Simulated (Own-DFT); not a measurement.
# What a change of functional does to the pressure

Calculated results; nothing here was measured. The program, named Own-DFT, is a retired in-house plane-wave density functional code that no person has reviewed. Each row is one single-point run on a periodic cell that was not relaxed, without spin or spin-orbit coupling.

Known limits, some of them of some rows only: forces on such cells failed a check on a denser k mesh; forces on such cells moved up to 12 meV/angstrom on a denser k mesh; forces on such cells passed a denser k mesh, each cell not checked; stress not checked against mesh or cutoff.

Each cell was run twice at the same cutoff, k mesh and smearing, with PBE and with PBEsol, on PseudoDojo norm-conserving files made for PBE. Atoms were moved at random from their sites; u is the rms move along one axis. Files made for PBEsol would give a somewhat different change.

```
                                       cell  atoms  volume (Å³/atom)  u (Å)  cutoff (hartree)  P with PBE (GPa)  P with PBEsol (GPa)  change (GPa)
C11b WSi2 with one W on a Si site (Si19W11)     30             13.44  0.026                50              9.64                 5.25         -4.39
C11b WSi2 with one W on a Si site (Si19W11)     30             13.44  0.083                50             15.42                11.00         -4.42
C11b WSi2 with one W on a Si site (Si19W11)     30             13.44  0.076                50             15.03                10.61         -4.42
                       C40 NbSi2 (Nb12Si24)     36             14.64  0.052                42              2.73                -0.93         -3.66
                       C40 NbSi2 (Nb12Si24)     36             14.64  0.020                42              1.47                -2.19         -3.65
                       C40 NbSi2 (Nb12Si24)     36             14.64  0.020                42              1.54                -2.11         -3.65
                     D0_22 TiAl3 (Al30Ti10)     40             16.03  0.048                42              0.10                -1.75         -1.85
                     D0_22 TiAl3 (Al30Ti10)     40             15.45  0.050                42              4.09                 2.16         -1.93
                     D0_22 TiAl3 (Al30Ti10)     40             16.00  0.047                42              0.11                    ?             ?
                       beta-Si3N4 (N24Si18)     42             10.41  0.022                42              5.55                 3.14         -2.41
                       beta-Si3N4 (N64Si48)    112             10.41  0.049                42              8.12                 5.71         -2.41
                       beta-Si3N4 (N24Si18)     42             10.41  0.051                42              8.83                 6.44         -2.39
```

## Worked reading

Mean change of pressure by composition, in GPa: Si19W11, -4.41; NbSi2, -3.65; N4Si3, -2.41; Al3Ti, -1.89. At a fixed cell PBEsol gives the lower pressure, because it favours a smaller volume than PBE. Here the change varies more between materials than between cells of one material.

## Withheld value

Question: what PBEsol pressure should the Al30Ti10 cell with the blank give?

Adding the mean change of the cells with its composition, -1.89 GPa, to 0.11 gives -1.8 GPa. The calculation gave -1.74 GPa.
